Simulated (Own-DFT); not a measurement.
## Calculated data, SiC (4H silicon carbide, atoms displaced)

Computed with Own-DFT development build. A calculation, not a measurement: plane-wave PBE density functional theory by an unreviewed code, no spin, of a simulated periodic cell, stress positive in tension, free energy of the whole cell less one offset for each atom, forces on such cells passed a denser k mesh, this cell's mesh not checked; offsets are fitted by least squares, one for each functional and potential file, so energies compare only between cells with the same atoms and settings and are not formation energies; the far tail of each file's local potential was reset to the Coulomb form; each entry is a single point on an unrelaxed cell, so the pressure reflects the starting lattice, mostly measured values (interpolated for alloys), from which strain is counted, and rises with the displacements; printed positions are rounded, which can move forces by about a meV/angstrom; the program, named Own-DFT, is a retired in-house code; no spin-orbit coupling.

Settings shared by all entries: functional PBE; potential files PseudoDojo norm-conserving, scalar-relativistic, standard set; wave cutoff 42 hartree; occupations Fermi-Dirac; smearing width 0.1 eV; hardware one NVIDIA H100; k mesh 4 x 4 x 3 centred on Gamma.

(1) 
```xyz
72
Lattice="9.2481 0.0000 0.0000 -4.6241 8.0091 0.0000 0.0000 0.0000 10.0681" Properties=species:S:1:pos:R:3:force_x:R:1:force_y:R:1:force_z:R:1 formula=SiC free_energy_of_cell_above_offsets=-10.389 pressure=3.88 stress_xx=-4.29 stress_yy=-3.56 stress_zz=-3.81 stress_yz=0.12 stress_xz=0.33 stress_xy=0.32 wall_time=356.1
Si     4.5984     7.9725     4.1437     -0.027      0.313     -2.198
Si    -0.0314     1.8186     1.5688      0.894     -0.772     -0.183
C      0.0187     0.0071     0.9573     -0.774      0.684      -1.07
C     -0.0030     1.7609     3.4438      -0.84      0.011      0.569
Si    -1.5589     2.7069     4.0931       0.38     -1.236     -0.305
Si    -1.5467     4.4523     1.5377      0.093      0.459      1.146
C      7.6876     2.6961     0.9119      0.732      0.109      0.108
C     -1.5030     4.4370     3.5055     -0.999      0.518     -1.223
Si    -3.0787     5.3383     4.0949     -0.225     -0.005       0.15
Si    -3.1244     7.1286     1.5275      1.062     -0.625      1.383
C      6.1684     5.3133     0.9441     -0.396       0.66     -0.456
C     -3.1355     7.0993     3.4749      1.135      0.331     -0.227
Si    -1.5157     7.9900     4.1330     -0.684      0.028     -1.416
Si     3.0552     1.7829     1.5095      0.693      -0.87      1.538
C     -1.5479     7.9711     0.9390     -0.247      0.547     -0.436
C      3.1047     1.7677     3.4711     -0.477      -0.12     -0.432
Si     1.5178     2.6037     4.0871      0.865      1.516      0.164
Si     1.5221     4.4268     1.5383      0.556      0.925      0.985
C      1.5642     2.6753     0.9137     -1.539     -0.273     -0.449
C      1.5583     4.5128     3.4806     -0.485     -2.271     -0.534
Si     0.0201     5.3311     4.0701       0.02      0.242      0.477
Si    -0.0131     7.0656     1.5852      0.139      1.939      0.149
C     -0.0158     5.3796     0.9958      0.199     -2.083     -2.068
C      0.0168     7.0950     3.4585     -0.484      0.411      0.521
Si     6.1566     0.0062     4.0944      0.042     -0.447       0.14
Si     6.1953     1.8397     1.5338     -1.652     -1.596      0.985
C      1.5199     7.9865     0.9623      0.548       0.91      0.119
C      6.1163     1.7847     3.5052      1.659      0.157     -0.925
Si     4.6455     2.6702     4.0873     -1.484      0.463      0.096
Si     4.6132     4.4930     1.6058     -0.245     -1.106     -0.659
C      4.5925     2.6476     0.9289      0.809      0.733      0.691
C      4.5903     4.4585     3.4796      0.983     -0.291      0.199
Si     3.0700     5.3255     4.1152      0.174      0.502     -0.472
Si     3.1060     7.1488     1.6024     -0.724     -0.993     -0.844
C      3.0733     5.3124     0.9702      0.095       1.09     -0.819
C      3.0569     7.1078     3.4510      0.304      0.384      1.131
Si    -4.5870     7.9801     9.0815     -0.947      0.197      0.925
Si     4.6336     6.2392     6.5809     -0.405     -0.635      0.965
C      4.6152     7.9464     5.9352     -0.092      1.714      1.828
C      4.5869     6.1878     8.5335      1.499      1.367      -1.45
Si     6.1462     5.3387     9.0856      0.145     -0.356      0.828
Si     6.1973     3.5629     6.6054     -0.819      0.131      0.121
C     -3.1005     5.3705     6.0193      0.871     -0.841     -0.903
C      6.1366     3.5672     8.5105      0.365     -0.526     -0.383
Si    -1.5401     2.7341     9.1030     -0.985      -1.73      0.064
Si     7.6552     0.8687     6.6126      1.439      0.363      0.142
C     -1.4985     2.6930     5.9572     -1.703     -1.206      0.218
C      7.7347     0.8747     8.5144     -0.362      0.773     -0.151
Si     6.1885     0.0204     9.1619     -0.657      0.042     -0.445
Si     1.5894     6.2520     6.6123     -0.941      -1.44      0.483
C      1.5258     7.9715     6.0539     -0.078      1.297     -1.909
C      1.5717     6.2715     8.5217     -0.382     -0.757     -0.575
Si     3.1070     5.3475     9.0796     -1.232      0.079      2.196
Si     3.1778     3.5607     6.6259     -2.697       0.43      0.549
C      3.1024     5.3245     5.9834     -0.064       0.29       0.09
C      3.1015     3.6268     8.5378     -0.648     -2.207     -0.968
Si     4.6123     2.6365     9.1589     -0.234      0.746     -0.889
Si     4.6168     0.9045     6.5981      0.065     -0.172      0.118
C      4.5835     2.6759     5.9860      2.345     -0.507     -0.637
C      4.5856     0.8943     8.4444      0.626      -0.13      1.453
Si     3.0513     0.0130     9.1061      0.677     -0.866     -0.069
Si    -1.5013     6.1965     6.6007     -1.151      1.043      -0.13
C      3.1180     0.0079     5.9836     -0.532     -0.514      0.194
C     -1.5572     6.1849     8.4581      0.352      0.762      0.678
Si     0.0239     5.3281     9.0513     -0.256      0.159      1.329
Si    -0.0406     3.5544     6.5682       1.59      0.366      0.554
C     -0.0296     5.3466     5.9673      1.528     -0.366      0.084
C     -0.0253     3.4849     8.4801       0.35      2.075     -0.523
Si     1.4732     2.6332     9.0623      1.911      0.767      0.714
Si     1.5651     0.8991     6.5865     -0.554     -0.535     -0.707
C      1.5245     2.6645     6.0098      0.615      0.338     -0.555
C      1.5260     0.8831     8.4323      0.262     -0.392      0.925
```

Units: free_energy_of_cell_above_offsets in eV; pressure, stress_xx, stress_yy, stress_zz, stress_yz, stress_xz, stress_xy in GPa; wall_time in s; force_x, force_y, force_z in eV/Å.

(2) 
```xyz
72
Lattice="9.2481 0.0000 0.0000 -4.6241 8.0091 0.0000 0.0000 0.0000 10.0681" Properties=species:S:1:pos:R:3:force_x:R:1:force_y:R:1:force_z:R:1 formula=SiC free_energy_of_cell_above_offsets=-10.973 pressure=3.64 stress_xx=-3.34 stress_yy=-3.2 stress_zz=-4.38 stress_yz=0.35 stress_xz=0.31 stress_xy=0.27 wall_time=360.2
Si     4.6061     7.9935     4.0689      1.124     -0.136     -0.154
Si    -0.0329     1.7461     1.5432      1.031      0.608      0.237
C     -4.5840     7.9861     0.9549     -0.403      0.146      0.303
C      0.0185     1.7190     3.4197     -0.598      1.208      0.858
Si     7.6988     2.6794     4.0773       0.25      -0.54       0.18
Si    -1.5419     4.4082     1.6075       0.01      0.758     -0.913
C      7.6945     2.6396     0.9395      0.114      0.328       0.38
C     -1.5420     4.4653     3.4434      0.241     -0.405       1.31
Si    -3.0514     5.3491     4.1194     -0.957     -0.688     -0.663
Si    -3.0615     7.1009     1.5789      0.197     -0.555       0.24
C     -3.0462     5.3302     0.9227     -0.779     -0.281      0.747
C     -3.0508     7.0737     3.4700     -0.688      0.786     -0.016
Si    -1.5328     7.9890     4.1075     -0.229      0.478     -0.467
Si     3.0823     1.7397     1.5490     -0.323      0.992      0.564
C     -1.5379     7.9766     0.9577     -0.237      0.737     -0.385
C      3.0600     1.7707     3.4692      0.545     -0.224     -0.108
Si     1.5332     2.6538     4.1068      0.021      0.003     -0.501
Si     1.5249     4.4559     1.5428     -0.123      0.277      0.646
C      1.5247     2.7047     0.9278      0.229     -1.174      0.341
C      1.5286     4.4274     3.4790       0.25      0.741     -0.424
Si     0.0218     5.3984     4.0846     -0.342     -1.713     -0.108
Si     0.0434     7.2052     1.5439     -1.475      -2.53      0.686
C     -0.0387     5.3498     0.9565      0.583      0.137     -0.197
C     -0.0114     7.1012     3.4520      0.692      1.213     -0.105
Si     1.5534     7.9769     4.0938     -0.509      0.829     -0.082
Si     6.1845     1.7462     1.5833     -0.728      0.688     -0.494
C      6.1275     0.0085     0.9253      2.038      0.055      -0.04
C      6.1329     1.7740     3.4465      0.839     -0.194      0.462
Si     4.6363     2.6835     4.0547     -1.005     -0.353      0.512
Si     4.5842     4.4916     1.5456      1.415     -1.396      0.267
C      4.6347     2.6350     0.9321     -0.228      0.585      0.191
C      4.5688     4.4441     3.4586      1.469      0.604     -0.172
Si     3.0947     5.3580     4.0607     -0.964     -0.234      0.711
Si     3.1095     7.1101     1.5641     -0.642     -0.078     -0.953
C      3.0988     5.3117     0.8952     -0.975      0.876      0.964
C      3.0906     7.1754     3.4072     -0.274     -1.415      0.887
Si     0.0025     0.0363     9.1828       0.18     -0.754     -1.187
Si     4.5976     6.2009     6.5715     -0.141      0.363      1.891
C      4.6249     7.9495     5.9499     -0.324      0.762      -0.08
C      4.5341     6.2457     8.5595      2.743      0.458     -1.431
Si     6.1749     5.3086     9.1335     -1.044      0.532     -0.418
Si     6.1720     3.5773     6.5756     -0.241       -0.4      0.971
C      6.1391     5.3490     6.0049       0.39     -0.229     -0.686
C      6.1698     3.5586     8.4741     -0.284     -0.117      0.321
Si    -1.5438     2.7064     9.1439      0.328     -0.672     -0.847
Si     7.7421     0.8812     6.5755     -0.387     -0.242      1.526
C      7.6647     2.6451     6.0214       1.44      0.602     -1.317
C      7.7105     0.8780     8.5832      0.407      0.922     -1.517
Si     1.5730     8.0024     9.1159     -1.319     -0.239     -0.359
Si     1.5586     6.2069     6.6012     -1.023      0.666      1.107
C      1.5963     8.0020     5.9853     -0.837     -0.261     -0.373
C      1.5513     6.2012     8.5371     -0.803      0.441     -0.647
Si     3.0929     5.3548     9.1189     -1.023     -0.645     -0.144
Si     3.1244     3.5886     6.6398     -0.825     -0.957     -1.139
C      3.0509     5.3440     6.0381      0.851     -0.324     -2.034
C      3.0642     3.5891     8.4593      0.887     -0.348      1.377
Si     4.6081     2.6587     9.1176      0.275      -0.08     -0.486
Si     4.6372     0.8937     6.5857     -0.128      -0.14     -0.087
C      4.6489     2.6893     5.9760     -0.406     -0.166     -0.549
C      4.6004     0.8736     8.4417      0.228     -0.091      1.306
Si     3.0210     0.0004     9.1490      1.454     -0.587     -0.914
Si    -1.5779     6.2393     6.6098      0.738     -0.163      0.408
C     -1.5550     7.9992     5.9695      0.057      0.314       0.22
C     -1.5559     6.1837     8.5106     -0.316      0.999     -0.384
Si    -0.0418     5.3002     9.1151      1.065      0.802      0.538
Si     0.0346     3.5594     6.5765     -1.124      0.179      0.762
C     -0.0149     5.3466     5.9666     -0.002      0.182      0.081
C      0.0575     3.5596     8.4990     -1.188     -0.342     -0.293
Si     1.5766     2.7027     9.1429     -0.378     -0.416     -0.679
Si     1.4826     0.8655     6.5853      1.278      0.501      0.362
C      1.5229     2.6762     5.9856      0.816      -0.54     -0.234
C      1.5563     0.9110     8.4905     -0.912     -0.147      0.228
```

Units: free_energy_of_cell_above_offsets in eV; pressure, stress_xx, stress_yy, stress_zz, stress_yz, stress_xz, stress_xy in GPa; wall_time in s; force_x, force_y, force_z in eV/Å.
